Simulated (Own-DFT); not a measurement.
# Which defects push the lattice out? zincblende GaAs

No measurement is shown. These are fixed-geometry runs of a retired plane-wave code named Own-DFT, which no person has reviewed; spin and spin-orbit coupling are neglected.

Settings: PBE; PseudoDojo norm-conserving scalar-relativistic files; cutoff 42 hartree; 3 x 3 x 3 k mesh centred on Gamma; Fermi-Dirac smearing of 0.1 eV.

Caveats (not all hold for every row): not probed for a lower state with spin; forces not confirmed at this smearing and k mesh; stress not checked against mesh or cutoff.

All runs share one cell, with vectors in Å (10.862, 0.000, 0.000); (0.000, 10.862, 0.000); (0.000, 0.000, 11.796) and a volume of 1391.7 Å³, strained against the parent crystal. The atoms are randomly displaced, by u rms on each axis. The defect's site can differ from row to row.

```
cell,formula,u (Å),P (GPa)
no defect,As32Ga32,0.0305,6.68
no defect,As32Ga32,0.0485,7.04
no defect,As32Ga32,0.0492,6.95
one In on a Ga site,As32Ga31In,0.0291,7.46
one In on a Ga site,As32Ga31In,0.0299,7.41
one In on a Ga site,As32Ga31In,0.0321,7.48
one Al on a Ga site,AlAs32Ga31,0.0299,6.65
one Al on a Ga site,AlAs32Ga31,0.0304,6.63
one Al on a Ga site,AlAs32Ga31,0.0514,7.09
one P on an As site,As31Ga32P,0.0271,?
one P on an As site,As31Ga32P,0.0297,6.42
one P on an As site,As31Ga32P,0.0506,6.66
one P on an As site,As31Ga32P,0.0514,6.70
one As vacancy and one Ga vacancy,As31Ga31,0.0315,5.94
one As vacancy and one Ga vacancy,As31Ga31,0.0506,6.39
one As vacancy and one Ga vacancy,As31Ga31,0.0541,6.30
```

## Fit

P = P0 + c u² + a shift for each defect gives P0 = 6.49 GPa, c = 210 ± 23 GPa/Å² and a scatter of 0.06 GPa. The shifts, and each times the cell's volume:

- one In on a Ga site: 0.77 ± 0.06 GPa, 6.7 eV
- one Al on a Ga site: -0.01 ± 0.05 GPa, -0.1 eV (not resolved)
- one P on an As site: -0.32 ± 0.05 GPa, -2.8 eV
- one As vacancy and one Ga vacancy: -0.73 ± 0.05 GPa, -6.4 eV

A positive shift means that the defect pushes the cell outwards. Shift times volume (160.2 GPa Å³ is 1 eV) depends little on the cell's size, so, taken for each site, it can be compared between cells at like pressure. The atoms around the defects weren't relaxed, which would change these numbers.

## Check

Q: what pressure belongs in the blank (one P on an As site, u = 0.0271 Å)?

The fitted form gives 6.32 ± 0.08 GPa. The hidden result is 6.35 GPa.
